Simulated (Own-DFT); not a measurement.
# Strain and stress in hcp Ru, 36 atoms (Ru36)

These are calculations, not measurements. The program, named Own-DFT, is a retired in-house plane-wave density functional code that no person has reviewed. Each row is one single-point run on a periodic cell that was not relaxed, without spin or spin-orbit coupling.

Settings of every run: PBE; PseudoDojo norm-conserving scalar-relativistic files; cutoff 50 hartree; 5 x 5 x 4 k mesh centred on Gamma; cold (Marzari-Vanderbilt) smearing of 0.2 eV.

Known limits: forces on such cells failed a check on a denser k mesh; stress not checked against mesh or cutoff.

Unstrained cell vectors in Å: (8.118, 0.000, 0.000); (-4.059, 7.030, 0.000); (0.000, 0.000, 8.563). The unstrained cell has measured lattice constants (interpolated for alloys), not those of this functional. That, the random moves and any unrelaxed bonds set the pressure at no strain. Each run strains this cell uniformly, with the atoms carried along. Every atom was also moved at random, by a Gaussian of width 0.05 Å on each axis. Strain is the symmetric tensor, in per cent. Stress is positive in tension, and the pressure is minus a third of its trace.

| run | e_xx (%) | e_yy (%) | e_zz (%) | e_yz (%) | e_xz (%) | e_xy (%) | s_xx (GPa) | s_yy (GPa) | s_zz (GPa) | s_yz (GPa) | s_xz (GPa) | s_xy (GPa) | P (GPa) | E (meV/atom) |
|---|---|---|---|---|---|---|---|---|---|---|---|---|---|---|
| 1 | 1.55 | -0.96 | -0.52 | -0.44 | 0.07 | -0.47 | -1.67 | -12.07 | -10.68 | -1.62 | 0.56 | -1.58 | 8.14 | 13.8 |
| 2 | -0.08 | -0.41 | -1.74 | -1.43 | -1.76 | 0.63 | -13.18 | -13.59 | -21.55 | -5.93 | -7.53 | 1.97 | 16.11 | 32.0 |
| 3 | 1.33 | -1.93 | 0.92 | -1.12 | -0.05 | 1.15 | -1.93 | -15.46 | -2.30 | -4.27 | 0.04 | 5.31 | 6.56 | 4.7 |
| 4 | 1.39 | 1.18 | -0.72 | -1.79 | -0.96 | 0.18 | 1.31 | -0.48 | -8.26 | -7.07 | -3.11 | 0.57 | 2.48 | 12.2 |
| 5 | 0.91 | -1.98 | 1.88 | 1.16 | 0.03 | 1.41 | -3.51 | -15.92 | 2.83 | 4.24 | 0.05 | 6.40 | 5.53 | 22.1 |
| 6 | 1.92 | 1.06 | -1.13 | 1.46 | -1.59 | 0.84 | 3.13 | -0.19 | -9.92 | 5.65 | -5.66 | 3.15 | 2.33 | 7.9 |
| 7 | 0.92 | -0.54 | -0.64 | -1.17 | -0.60 | -0.59 | -5.12 | -10.37 | -11.53 | -4.61 | -2.29 | -2.36 | 9.00 | 12.8 |
| 8 | 1.29 | -0.76 | 0.78 | -0.57 | 0.01 | 1.17 | 0.29 | -9.19 | -1.42 | -2.34 | -0.02 | 4.54 | 3.44 | 3.5 |
| 9 | -0.60 | -1.85 | 1.85 | 0.77 | -1.86 | 0.59 | -10.95 | -17.36 | -0.92 | 3.03 | -6.12 | 2.67 | 9.74 | 18.2 |
| 10 | -0.81 | 1.90 | -0.70 | 1.46 | -1.29 | 0.05 | -9.81 | -0.15 | -11.22 | 5.89 | -4.96 | 0.16 | 7.06 | 18.3 |
| 11 | -0.31 | -0.86 | -0.10 | 1.34 | 0.95 | 1.68 | -13.22 | -14.55 | -11.59 | 5.00 | 3.26 | 7.01 | 13.12 | 37.9 |
| 12 | -1.80 | 1.73 | 1.29 | -1.91 | 1.63 | -0.23 | -12.71 | 2.13 | 0.25 | -6.63 | 6.06 | -0.44 | 3.45 | 0.0 |
| 13 | -1.24 | 0.68 | -0.30 | -1.74 | 0.46 | 0.75 | -15.67 | -7.99 | -11.82 | -6.48 | 1.82 | 2.96 | 11.83 | 37.2 |
| 14 | -0.69 | 0.18 | 0.70 | 1.71 | -0.89 | -0.58 | -10.32 | -7.27 | -5.66 | 6.23 | -3.38 | -2.61 | 7.75 | 20.0 |
| 15 | 0.90 | -1.09 | -0.04 | -1.01 | 2.00 | -0.09 | -5.39 | -13.65 | -9.61 | -3.63 | 7.37 | -0.70 | 9.55 | 26.6 |
| 16 | -1.85 | 1.38 | 1.69 | 1.00 | 0.84 | 0.85 | ? | ? | ? | ? | ? | ? | ? | ? |

E is the free energy for each atom above the lowest run shown.

## Worked fit

Each stress component was fitted by least squares to a constant and the strains of the runs shown, as fractions, with shears doubled. Shear strains stay in the fit of a normal stress only where such slopes are resolved. The slopes, in GPa:

```
stress,at no strain,per e_xx,per e_yy,per e_zz,scatter
s_xx,-8.2,617 ± 17,222 ± 16,227 ± 18,0.60
s_yy,-8.4,186 ± 17,604 ± 16,179 ± 19,0.60
s_zz,-8.5,227 ± 12,200 ± 12,698 ± 14,0.44
```

Each shear stress against twice its own strain: yz 191 ± 3, xz 182 ± 5, xy 204 ± 7 GPa. These are stiffnesses along x, y and z of the frame in which the cell vectors are given, which need not be the crystal's axes. The atoms are held to the strained lattice; where symmetry lets them move under strain, relaxing them would lower some slopes. The table should be nearly symmetric about its diagonal, and what it lacks of that shows the noise. A ninth of its sum, 351 ± 10 GPa, estimates the bulk modulus near the mean pressure of these runs, 7.7 GPa, so it lies above the value at zero pressure.

## Withheld run

Question: what normal stresses and pressure should run 16 give?

The fit gives s_xx = -12.7, s_yy = -0.4, s_zz = 1.8 and P = 3.8 GPa. The calculation gave -12.85, -1.01, 2.15 and P = 3.90 GPa.
